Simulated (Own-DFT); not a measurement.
# Computed records: SiC (4H silicon carbide, atoms displaced)

Computed with Own-DFT development build. A calculation, not a measurement: plane-wave PBE density functional theory by an unreviewed code, no spin, of a simulated periodic cell, stress positive in tension, free energy of the whole cell less one offset for each atom, forces on such cells passed a denser k mesh, this cell's mesh not checked; offsets are fitted by least squares, one for each functional and potential file, so energies compare only between cells with the same atoms and settings and are not formation energies; the far tail of each file's local potential was reset to the Coulomb form; each entry is a single point on an unrelaxed cell, so the pressure reflects the starting lattice, mostly measured values (interpolated for alloys), from which strain is counted, and rises with the displacements; printed positions are rounded, which can move forces by about a meV/angstrom; the program, named Own-DFT, is a retired in-house code; no spin-orbit coupling.

## SiC (4H silicon carbide, atoms displaced)

```
cell vectors (Å)
   6.1654     0.0000     0.0000
  -3.0827     5.3394     0.0000
   0.0000     0.0000    10.0681
atoms (fractions of the cell vectors)
Si  0.00134  0.00382  0.42277
Si  0.17567  0.32373  0.16735
C   0.01211  0.00144  0.10274
C   0.15501  0.35910  0.32223
Si  0.04054  0.49322  0.42046
Si  0.18379  0.80872  0.15128
C   0.01494  0.52899  0.08436
C   0.15809  0.80517  0.33072
Si  0.51485  0.00228  0.40054
Si  0.65878  0.32934  0.14990
C   0.46892  0.99129  0.09452
C   0.68076  0.33978  0.34347
Si  0.50613  0.48625  0.40790
Si  0.67536  0.83127  0.16572
C   0.48287  0.47017  0.10292
C   0.67119  0.81882  0.34492
Si  0.03211  0.02438  0.88326
Si  0.81150  0.65946  0.64523
C   0.98850  0.99667  0.59825
C   0.79852  0.63123  0.84873
Si  0.02260  0.47337  0.90670
Si  0.80967  0.14095  0.65442
C   0.03090  0.49730  0.59250
C   0.83667  0.18422  0.85610
Si  0.47826  0.00275  0.89487
Si  0.36394  0.68545  0.65590
C   0.51310  0.00421  0.59714
C   0.32013  0.64395  0.83665
Si  0.49459  0.48590  0.90931
Si  0.30878  0.15077  0.65278
C   0.50994  0.48753  0.59538
C   0.34356  0.16938  0.85782
```

It was run with functional PBE, potential files PseudoDojo norm-conserving, scalar-relativistic, standard set, wave cutoff 42 hartree, occupations Fermi-Dirac, smearing width 0.1 eV, hardware one NVIDIA H100 and k mesh 5 x 5 x 3 centred on Gamma.

Results for SiC (4H silicon carbide, atoms displaced): free energy of cell above offsets 8.405 eV; pressure 13.92 GPa; stress xx -15.08 GPa; stress yy -13.03 GPa; stress zz -13.66 GPa; stress yz -3.36 GPa; stress xz 3.38 GPa; stress xy -4.1 GPa; wall time 119.4 s.

Force:
```tsv
element	x (eV/Å)	y (eV/Å)	z (eV/Å)
Si	0.989	-1.028	-6.526
Si	-1.532	-1.414	-8.457
C	-0.68	-0.866	-1.432
C	4.778	-3.167	9.221
Si	-6.167	2.92	-2.433
Si	-6.033	2.934	2.693
C	0.149	-7.43	-0.799
C	0.651	2.336	4.853
Si	-1.431	-0.734	-0.963
Si	2.629	-0.274	1.141
C	6.874	2.908	-2.456
C	0.627	-1.273	0.487
Si	-0.69	0.439	-1.584
Si	0.134	-0.109	-3.238
C	0.126	3.817	-2.066
C	-0.187	1.138	2.673
Si	-5.706	-5.571	5.507
Si	5.497	-0.635	3.996
C	0.178	-0.997	0.876
C	4.089	3.962	-2.934
Si	-4.681	5.453	1.85
Si	2.789	5.889	3.036
C	-1.843	-0.227	2.273
C	-0.031	-6.83	-4.32
Si	6.249	-3.675	4.201
Si	-1.235	-3.569	0.12
C	-4.005	-1.042	-1.894
C	2.197	2.855	0.165
Si	-1.236	2.393	2.286
Si	3.213	1.862	1.283
C	-3.984	-1.595	-1.9
C	-1.728	1.528	-5.66
```
